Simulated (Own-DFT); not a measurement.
Simulation results for GaP (zincblende, strained, atoms displaced), GaAs (zincblende with one plane slipped along a stacking-fault path, atoms displaced), GaP (zincblende, atoms displaced)

All values are calculated (Own-DFT development build). A calculation, not a measurement: plane-wave PBE density functional theory by an unreviewed code, no spin, of a simulated periodic cell, stress positive in tension, free energy of the whole cell less one offset for each atom, forces on such cells passed a denser k mesh, this cell's mesh not checked; offsets are fitted by least squares, one for each functional and potential file, so energies compare only between cells with the same atoms and settings and are not formation energies; the far tail of each file's local potential was reset to the Coulomb form; each entry is a single point on an unrelaxed cell, so the pressure reflects the starting lattice, mostly measured values (interpolated for alloys), from which strain is counted, and rises with the displacements; printed positions are rounded, which can move forces by about a meV/angstrom; the program, named Own-DFT, is a retired in-house code; no spin-orbit coupling.

Settings shared by all entries: functional PBE; potential files PseudoDojo norm-conserving, scalar-relativistic, standard set; wave cutoff 42 hartree; occupations Fermi-Dirac; smearing width 0.1 eV.

(1) GaP (zincblende, strained, atoms displaced)

```
cell vectors (Å)
  10.8620     0.0000     0.0000
   0.0000    10.8620     0.0000
   0.0000     0.0000    10.9439
atoms (fractions of the cell vectors)
Ga  0.00284  0.99543  0.00394
Ga  0.99899  0.24983  0.24824
Ga  0.24864  0.99993  0.24769
Ga  0.24761  0.24658  0.00085
P   0.13033  0.12797  0.12526
P   0.12367  0.37749  0.37805
P   0.37438  0.12587  0.37567
P   0.37353  0.37027  0.12631
Ga  0.99801  0.00251  0.50078
Ga  0.99951  0.24809  0.75189
Ga  0.25208  0.00212  0.74479
Ga  0.25286  0.25387  0.50039
P   0.12918  0.12427  0.62774
P   0.12210  0.37167  0.87975
P   0.37384  0.12310  0.88097
P   0.37886  0.37598  0.62260
Ga  0.00122  0.50244  0.99904
Ga  0.99906  0.75251  0.25059
Ga  0.25466  0.49959  0.25212
Ga  0.24974  0.74370  0.00021
P   0.12389  0.62398  0.12359
P   0.12311  0.87354  0.37578
P   0.37399  0.62080  0.37510
P   0.37488  0.87158  0.12496
Ga  0.00073  0.50100  0.49817
Ga  0.99843  0.75064  0.74978
Ga  0.24570  0.49867  0.75171
Ga  0.25184  0.75844  0.49690
P   0.12315  0.62024  0.62348
P   0.12704  0.87736  0.87846
P   0.37181  0.62562  0.86588
P   0.38143  0.87242  0.62514
Ga  0.49729  0.99882  0.99631
Ga  0.50019  0.25229  0.24975
Ga  0.74704  0.00059  0.25074
Ga  0.75025  0.24926  0.99805
P   0.62728  0.12176  0.12369
P   0.62559  0.37579  0.37636
P   0.87071  0.11999  0.37344
P   0.88052  0.37308  0.12691
Ga  0.50142  0.00194  0.49887
Ga  0.50217  0.24716  0.75353
Ga  0.75186  0.99925  0.75207
Ga  0.74799  0.25252  0.49903
P   0.62486  0.12601  0.62395
P   0.62656  0.37305  0.87220
P   0.87131  0.12813  0.87462
P   0.87131  0.37413  0.62565
Ga  0.49782  0.49790  0.99783
Ga  0.50163  0.74883  0.25002
Ga  0.75046  0.49655  0.25053
Ga  0.75090  0.75043  0.00401
P   0.62351  0.62487  0.12439
P   0.62702  0.87365  0.37339
P   0.87820  0.62779  0.37595
P   0.87524  0.87335  0.12620
Ga  0.49574  0.50069  0.49743
Ga  0.49672  0.74778  0.74441
Ga  0.75114  0.50146  0.74842
Ga  0.74867  0.74814  0.49636
P   0.62611  0.62529  0.62792
P   0.62639  0.87574  0.87191
P   0.87386  0.62564  0.86783
P   0.87546  0.87755  0.62231
```

| Item | Value |
| --- | --- |
| hardware | one NVIDIA H100 |
| k mesh | 3 x 3 x 3 centred on Gamma |
| free energy of cell above offsets | -35.130 eV |
| pressure | 3.12 GPa |
| stress xx | -3.31 GPa |
| stress yy | -3.31 GPa |
| stress zz | -2.74 GPa |
| stress yz | 0.24 GPa |
| stress xz | -0.28 GPa |
| stress xy | 0.13 GPa |
| wall time | 486.4 s |

Force:
```
element  x (eV/Å)  y (eV/Å)  z (eV/Å)
     Ga    -0.293     0.778    -0.234
     Ga     0.373    -0.339     0.654
     Ga     0.282    -0.188     0.341
     Ga     0.353     0.462     -0.17
      P    -0.979    -0.583     0.269
      P     0.175    -0.459    -0.519
      P     0.003    -0.126    -0.238
      P     0.038     0.491    -0.373
     Ga     0.347    -0.013    -0.006
     Ga    -0.061     0.121    -0.227
     Ga     0.274    -0.576     0.762
     Ga    -0.239      -0.2     0.055
      P    -0.523     0.508    -0.653
      P     0.286     0.177    -0.422
      P    -0.096     0.312    -0.943
      P    -0.337    -0.194     0.851
     Ga    -0.446    -0.055    -0.105
     Ga     0.225    -0.373    -0.158
     Ga    -0.745     -0.26    -0.403
     Ga     0.109     0.441    -0.194
      P     0.193    -0.021     0.577
      P     0.024     0.711    -0.241
      P     0.115     1.087    -0.031
      P    -0.009     0.075    -0.074
     Ga    -0.468    -0.194     0.362
     Ga     0.492     0.277    -0.265
     Ga     0.034    -0.477    -0.417
     Ga    -0.076    -1.059     0.451
      P     0.356     0.945     0.088
      P     0.118    -0.418     -0.64
      P     0.255    -0.282     0.938
      P    -0.702      0.77    -0.481
     Ga     0.505    -0.398     0.524
     Ga     0.336     -0.53     0.064
     Ga      0.17    -0.392     -0.34
     Ga    -0.022     0.282     0.486
      P    -0.537     0.395    -0.071
      P    -0.286     0.106    -0.214
      P     0.457     0.854     0.172
      P    -0.761     0.386    -0.598
     Ga     0.088    -0.116    -0.069
     Ga    -0.393     0.007    -0.317
     Ga    -0.104     0.211    -0.485
     Ga     0.178    -0.405     0.077
      P     0.167    -0.232     0.214
      P    -0.026     0.424     0.382
      P     0.746    -0.767     0.299
      P     0.671     0.042     -0.26
     Ga    -0.064     0.093    -0.159
     Ga    -0.243    -0.057      0.11
     Ga     0.236     0.396    -0.083
     Ga    -0.141    -0.179    -0.684
      P     0.178    -0.404    -0.041
      P    -0.446     0.089      0.15
      P     -0.42    -0.462     -0.34
      P    -0.104     0.361     0.151
     Ga     0.792     0.066      0.42
     Ga       0.8     0.048     0.702
     Ga    -0.253    -0.342      0.05
     Ga     0.184     0.164      0.52
      P    -0.231    -0.171     -0.82
      P    -0.378    -0.471     0.277
      P     0.036     0.033     1.106
      P    -0.214    -0.367     0.221
```

(2) GaP (zincblende, strained, atoms displaced)

```
cell vectors (Å)
  10.8620     0.0000     0.0000
   0.0000    10.8620     0.0000
   0.0000     0.0000    10.9361
atoms (fractions of the cell vectors)
Ga  0.00767  0.00648  0.00770
Ga  0.00772  0.25412  0.25111
Ga  0.24857  0.00147  0.25842
Ga  0.25300  0.24900  0.99805
P   0.12820  0.13474  0.12226
P   0.12570  0.37077  0.36649
P   0.37739  0.12014  0.37925
P   0.37598  0.37217  0.12658
Ga  0.00139  0.99697  0.49933
Ga  0.01026  0.25298  0.74904
Ga  0.24668  0.00400  0.74918
Ga  0.25014  0.25089  0.49516
P   0.12210  0.11908  0.62530
P   0.12634  0.37730  0.87143
P   0.36191  0.12850  0.87646
P   0.37604  0.37216  0.61582
Ga  0.00188  0.49864  0.99729
Ga  0.00541  0.74936  0.24497
Ga  0.24333  0.49375  0.25089
Ga  0.24625  0.75311  0.99632
P   0.11991  0.61731  0.11880
P   0.12673  0.87472  0.37245
P   0.36966  0.61559  0.37986
P   0.37466  0.86455  0.12265
Ga  0.99929  0.48665  0.50360
Ga  0.99856  0.74429  0.75665
Ga  0.25057  0.49612  0.73969
Ga  0.25321  0.75632  0.49774
P   0.12616  0.62417  0.62210
P   0.12790  0.88055  0.87536
P   0.37589  0.62187  0.88198
P   0.38082  0.86685  0.62114
Ga  0.49556  0.99782  0.00453
Ga  0.49928  0.25708  0.24778
Ga  0.75318  0.00295  0.24714
Ga  0.75631  0.24572  0.00263
P   0.61589  0.11780  0.13187
P   0.61749  0.37568  0.37543
P   0.87549  0.12746  0.37920
P   0.87280  0.37645  0.12888
Ga  0.49933  0.99588  0.50155
Ga  0.49486  0.24275  0.74602
Ga  0.74504  0.99669  0.75110
Ga  0.75430  0.24774  0.50454
P   0.62456  0.12428  0.61858
P   0.61864  0.37611  0.87688
P   0.87225  0.12599  0.86379
P   0.87063  0.37361  0.63019
Ga  0.50743  0.49470  0.00262
Ga  0.50452  0.74298  0.25624
Ga  0.75171  0.50212  0.25248
Ga  0.74709  0.75906  0.01287
P   0.62437  0.62791  0.12721
P   0.62787  0.87889  0.37681
P   0.87031  0.62913  0.37946
P   0.87455  0.86479  0.13088
Ga  0.49684  0.49398  0.49854
Ga  0.48688  0.75672  0.75202
Ga  0.74208  0.48388  0.75952
Ga  0.74516  0.74227  0.49157
P   0.61683  0.62715  0.63011
P   0.62303  0.87282  0.87128
P   0.87355  0.62537  0.87626
P   0.88659  0.87441  0.62304
```

| Property | Result |
| --- | --- |
| hardware | one NVIDIA H100 |
| k mesh | 3 x 3 x 3 centred on Gamma |
| free energy of cell above offsets | -32.860 eV |
| pressure | 3.64 GPa |
| stress xx | -3.84 GPa |
| stress yy | -3.73 GPa |
| stress zz | -3.35 GPa |
| stress yz | -0.44 GPa |
| stress xz | -0.03 GPa |
| stress xy | -0.37 GPa |
| wall time | 516.3 s |

Force:
```
element  x (eV/Å)  y (eV/Å)  z (eV/Å)
     Ga    -1.174     -0.51    -0.821
     Ga    -1.576    -0.817    -0.617
     Ga     0.568     -0.04    -1.308
     Ga    -0.557     1.266     0.229
      P      0.15    -0.749     0.965
      P     -0.04     0.366     1.787
      P    -0.022     0.678    -0.462
      P    -0.441     0.539    -0.496
     Ga    -0.098     0.176      -0.3
     Ga    -0.943    -0.446    -0.117
     Ga      0.54    -0.762    -0.396
     Ga     -0.22    -0.758     0.286
      P     0.454     0.976     -0.72
      P     0.492     -0.06     0.394
      P     1.829    -0.985    -0.533
      P    -0.342     -0.44     0.956
     Ga    -0.988    -0.307     -0.33
     Ga    -0.155    -0.871     0.809
     Ga     0.781     0.957    -0.733
     Ga     0.091     -0.72     0.187
      P     0.942     0.782     0.655
      P    -0.388    -0.105     0.124
      P     0.047     0.702    -0.698
      P    -0.156     0.675      1.06
     Ga    -0.112     1.189    -0.417
     Ga     0.468     0.484    -0.563
     Ga     0.476     0.504     0.612
     Ga    -0.442    -1.058    -0.091
      P    -0.235     0.145     -0.09
      P    -0.667    -0.429    -0.002
      P    -0.397    -0.206    -0.692
      P    -1.331     1.825     0.179
     Ga    -0.218    -0.191    -0.724
     Ga    -0.057    -1.143     0.639
     Ga     0.028    -0.274     0.544
     Ga    -0.816    -0.161    -0.087
      P     0.861     0.894    -0.706
      P     1.467    -0.229     0.001
      P      0.54    -0.189    -0.755
      P     0.491    -0.217    -0.291
     Ga     0.304     0.086    -0.148
     Ga     0.061     0.357     0.189
     Ga     0.568    -0.092    -0.907
     Ga    -0.641     0.499    -0.558
      P    -0.117    -0.341     0.845
      P    -0.048     -2.14     0.376
      P     0.697    -0.072     1.196
      P     0.476    -0.334      0.04
     Ga    -0.858     0.951     0.457
     Ga    -0.777     0.413     0.235
     Ga    -0.424     0.083     0.171
     Ga    -0.359    -1.069      -1.7
      P     0.292    -0.714    -0.033
      P    -0.168    -0.315    -0.421
      P     1.669     -1.26    -0.828
      P       0.8      2.18    -0.139
     Ga      0.51     1.018     0.461
     Ga     1.125    -1.589     0.867
     Ga     0.651     2.264    -0.986
     Ga    -0.318     0.999     1.831
      P     0.438    -0.631    -0.169
      P    -0.234     0.302     0.831
      P     -0.88    -0.384     0.537
      P    -1.618    -0.698     0.376
```

(3) GaAs (zincblende with one plane slipped along a stacking-fault path, atoms displaced)

```
cell vectors (Å)
   5.6533    -5.6533     0.0000
   0.0000     5.6533    -5.6533
  12.0604    12.0604     9.7991
atoms (fractions of the cell vectors)
Ga  0.00483  0.99887  0.99959
As  0.97324  0.96539  0.12386
Ga  0.14129  0.29032  0.16703
As  0.13042  0.25652  0.29274
Ga  0.29201  0.07741  0.33449
As  0.27986  0.04839  0.45934
Ga  0.06665  0.13159  0.50089
As  0.05342  0.10118  0.62495
Ga  0.21344  0.42241  0.66615
As  0.19377  0.38739  0.78960
Ga  0.35181  0.20822  0.83217
As  0.33420  0.17653  0.96006
Ga  0.00199  0.50124  0.99860
As  0.98636  0.46945  0.12514
Ga  0.13794  0.78426  0.16889
As  0.14013  0.76486  0.29196
Ga  0.28525  0.57257  0.33538
As  0.26875  0.54850  0.45950
Ga  0.07097  0.63498  0.49812
As  0.05264  0.60143  0.62480
Ga  0.21302  0.92328  0.66545
As  0.19525  0.88590  0.79576
Ga  0.35869  0.71394  0.83081
As  0.33494  0.67892  0.96236
Ga  0.50584  0.00757  0.99699
As  0.48900  0.96785  0.12701
Ga  0.64091  0.28276  0.16742
As  0.62889  0.26367  0.29254
Ga  0.78833  0.07108  0.33431
As  0.76800  0.04231  0.45892
Ga  0.56652  0.13239  0.50150
As  0.54791  0.09709  0.62739
Ga  0.71529  0.42231  0.66540
As  0.69541  0.39632  0.79295
Ga  0.85895  0.21208  0.83379
As  0.84392  0.18823  0.95522
Ga  0.50032  0.50413  0.99843
As  0.48599  0.47281  0.12483
Ga  0.64179  0.78257  0.16616
As  0.63367  0.75697  0.28953
Ga  0.79333  0.57961  0.33443
As  0.77735  0.54433  0.45821
Ga  0.56094  0.62590  0.50187
As  0.55013  0.59938  0.62281
Ga  0.70615  0.91830  0.66627
As  0.69741  0.89322  0.79172
Ga  0.86275  0.71770  0.83146
As  0.83398  0.67170  0.95501
```

| Quantity | Value |
| --- | --- |
| k mesh | 4 x 4 x 2 centred on Gamma |
| free energy of cell above offsets | -16.320 eV |
| pressure | 4.51 GPa |
| stress xx | -5.55 GPa |
| stress yy | -5.62 GPa |
| stress zz | -2.38 GPa |
| stress yz | 0.05 GPa |
| stress xz | 0.27 GPa |
| stress xy | 0.45 GPa |

Force:
```
element  x (eV/Å)  y (eV/Å)  z (eV/Å)
     Ga    -0.783      0.37     0.253
     As      0.72    -0.325    -0.007
     Ga     0.177     -0.32     0.053
     As     -0.27    -0.087     0.222
     Ga     0.185     0.243    -0.399
     As    -2.159     -0.92     1.055
     Ga     0.995     1.217     -1.06
     As    -0.213      0.32     0.218
     Ga    -0.114    -0.008    -0.105
     As      0.26     0.174    -0.047
     Ga     0.525     0.311    -0.067
     As     0.099    -0.444    -0.641
     Ga    -0.014     0.627      0.14
     As    -0.523      0.15     0.149
     Ga      0.03     -0.15    -0.802
     As    -0.422      0.09     0.692
     Ga     0.292    -0.284    -0.561
     As     -0.86    -2.839     1.217
     Ga     1.359     2.769    -1.032
     As    -0.054    -0.177    -0.095
     Ga       0.2     0.506     0.522
     As    -0.523    -0.627    -0.881
     Ga     0.517     0.181     0.847
     As    -0.229     -0.88    -0.835
     Ga     0.401     0.406     0.417
     As    -0.944    -0.116    -0.005
     Ga     0.286     0.256    -0.501
     As     0.139    -0.635     0.417
     Ga    -0.184     0.274    -0.571
     As    -0.922    -1.779      1.22
     Ga     1.963     1.374    -1.049
     As     0.024    -0.214    -0.417
     Ga     0.159     0.461     0.162
     As    -0.312    -0.609     0.162
     Ga     -0.45     0.105    -0.577
     As     0.389     -0.25     0.906
     Ga     0.101     0.173     0.336
     As    -0.472    -0.565     0.681
     Ga     0.134     0.368     -0.29
     As    -0.091     0.387      0.61
     Ga     0.115      -0.1    -0.494
     As    -1.788    -0.603     1.176
     Ga     1.194     0.562    -1.452
     As      0.52     0.289     0.483
     Ga     0.403    -0.192    -0.107
     As    -0.096    -0.215     0.001
     Ga    -0.315     0.368     0.266
     As      0.55     0.356    -0.209
```

(4) GaP (zincblende, atoms displaced)

```
cell vectors (Å)
  10.9010     0.0000     0.0000
   0.0000    10.9010     0.0000
   0.0000     0.0000    10.9010
atoms (fractions of the cell vectors)
Ga  0.01079  0.02632  0.01405
Ga  0.99915  0.25509  0.24506
Ga  0.23589  0.98860  0.25250
Ga  0.25266  0.27026  0.00219
P   0.13858  0.13017  0.13253
P   0.11999  0.37949  0.36894
P   0.37965  0.13066  0.36579
P   0.37739  0.37959  0.13781
Ga  0.99628  0.01511  0.48984
Ga  0.00531  0.25744  0.75606
Ga  0.26713  0.98912  0.74192
Ga  0.23830  0.25263  0.51025
P   0.12488  0.11915  0.63322
P   0.11842  0.36788  0.88142
P   0.37301  0.11737  0.88748
P   0.37466  0.36724  0.60983
Ga  0.97790  0.49793  0.00194
Ga  0.00407  0.74833  0.24630
Ga  0.25809  0.51283  0.24679
Ga  0.23596  0.75169  0.99885
P   0.11593  0.62954  0.12118
P   0.12847  0.87532  0.37830
P   0.38419  0.64067  0.38726
P   0.37175  0.86677  0.11560
Ga  0.00682  0.49451  0.50554
Ga  0.00790  0.74095  0.75105
Ga  0.24767  0.49493  0.75731
Ga  0.25482  0.76756  0.49134
P   0.13259  0.62795  0.61317
P   0.11875  0.88557  0.87591
P   0.38673  0.63416  0.89137
P   0.37493  0.86427  0.62346
Ga  0.50382  0.99791  0.00129
Ga  0.48743  0.24423  0.25090
Ga  0.74733  0.01522  0.24108
Ga  0.74367  0.24805  0.00870
P   0.63057  0.11379  0.12559
P   0.62370  0.37317  0.36587
P   0.86883  0.10489  0.38743
P   0.86525  0.37053  0.15175
Ga  0.49921  0.01440  0.49307
Ga  0.49804  0.25061  0.74644
Ga  0.75612  0.98997  0.74184
Ga  0.76037  0.25533  0.50268
P   0.62742  0.13456  0.62138
P   0.62482  0.36622  0.87603
P   0.88057  0.12384  0.86970
P   0.86470  0.38380  0.62586
Ga  0.51434  0.51185  0.99978
Ga  0.50244  0.75311  0.26239
Ga  0.74755  0.49548  0.24632
Ga  0.75091  0.75094  0.99948
P   0.63944  0.62136  0.11876
P   0.63576  0.89162  0.37762
P   0.87418  0.61354  0.37355
P   0.87337  0.87099  0.12068
Ga  0.52338  0.50200  0.50580
Ga  0.51024  0.74009  0.75381
Ga  0.75927  0.49906  0.75572
Ga  0.76869  0.75538  0.50753
P   0.63584  0.62386  0.62764
P   0.64022  0.86870  0.87751
P   0.87226  0.63424  0.86780
P   0.87379  0.86476  0.63424
```

| Item | Value |
| --- | --- |
| hardware | one NVIDIA H100 |
| k mesh | 3 x 3 x 3 centred on Gamma |
| free energy of cell above offsets | -28.033 eV |
| pressure | 4.24 GPa |
| stress xx | -4.51 GPa |
| stress yy | -3.96 GPa |
| stress zz | -4.27 GPa |
| stress yz | 0 GPa |
| stress xz | -1.31 GPa |
| stress xy | 0.45 GPa |
| wall time | 590.8 s |

Force:
```
element  x (eV/Å)  y (eV/Å)  z (eV/Å)
     Ga    -1.343    -1.854    -1.267
     Ga     0.869    -1.707     1.533
     Ga     2.579     0.812    -0.876
     Ga     0.807    -1.509     0.579
      P     -0.25     1.295     0.217
      P     0.995    -0.183      0.45
      P    -3.017    -1.719      1.79
      P     0.503     0.762    -1.691
     Ga     2.827    -3.047     3.141
     Ga    -1.321    -1.088    -1.329
     Ga    -1.361     0.705     1.472
     Ga    -0.185    -0.696    -1.757
      P    -0.052     0.257    -0.363
      P     0.096     2.091     0.373
      P     0.091     1.225    -1.187
      P     0.735     1.554     1.725
     Ga     0.528     -0.05     0.357
     Ga    -1.197     0.323     0.922
     Ga    -0.669     0.464     0.955
     Ga     0.396     0.381    -0.568
      P     0.671    -1.454    -0.257
      P    -2.359     0.167    -0.069
      P    -0.227    -1.996    -0.351
      P     0.262     0.458     1.382
     Ga    -0.753     0.433    -0.477
     Ga     0.636     0.885    -0.305
     Ga     0.955     0.572    -0.536
     Ga    -0.148    -1.533      0.76
      P      0.22     -0.13      1.04
      P     0.464    -0.329    -0.299
      P    -1.637    -0.696    -1.286
      P     2.234     0.816     0.064
     Ga     0.092    -1.018    -0.172
     Ga     2.332     0.858    -1.133
     Ga      1.86    -2.941     1.517
     Ga     0.956    -0.175    -0.644
      P    -2.516     2.467    -1.163
      P     0.107    -0.481      0.67
      P    -1.776     3.904    -2.875
      P     0.515    -0.608    -3.708
     Ga     0.307    -0.802     0.572
     Ga    -0.547    -0.548     0.408
     Ga    -0.834      1.44      0.75
     Ga    -1.029    -0.462    -0.884
      P     0.202    -0.941     0.548
      P     0.064      1.13     0.044
      P    -0.611      0.44     0.778
      P      2.42    -0.818     0.112
     Ga    -0.599    -1.743      0.09
     Ga     0.937     0.911    -1.264
     Ga    -0.932     1.477     1.475
     Ga     0.774    -0.322      0.31
      P    -0.659     0.964     1.417
      P    -0.378    -1.275     0.072
      P     0.517     1.078     0.388
      P     0.922     1.477     0.706
     Ga    -1.553    -0.462    -0.679
     Ga    -0.204     0.658    -0.071
     Ga    -1.538      0.12     0.537
     Ga    -1.616    -1.117    -1.987
      P      0.42     0.347     0.277
      P    -1.865     1.219    -0.873
      P     0.348    -1.054      1.02
      P     2.534     1.068    -0.378
```
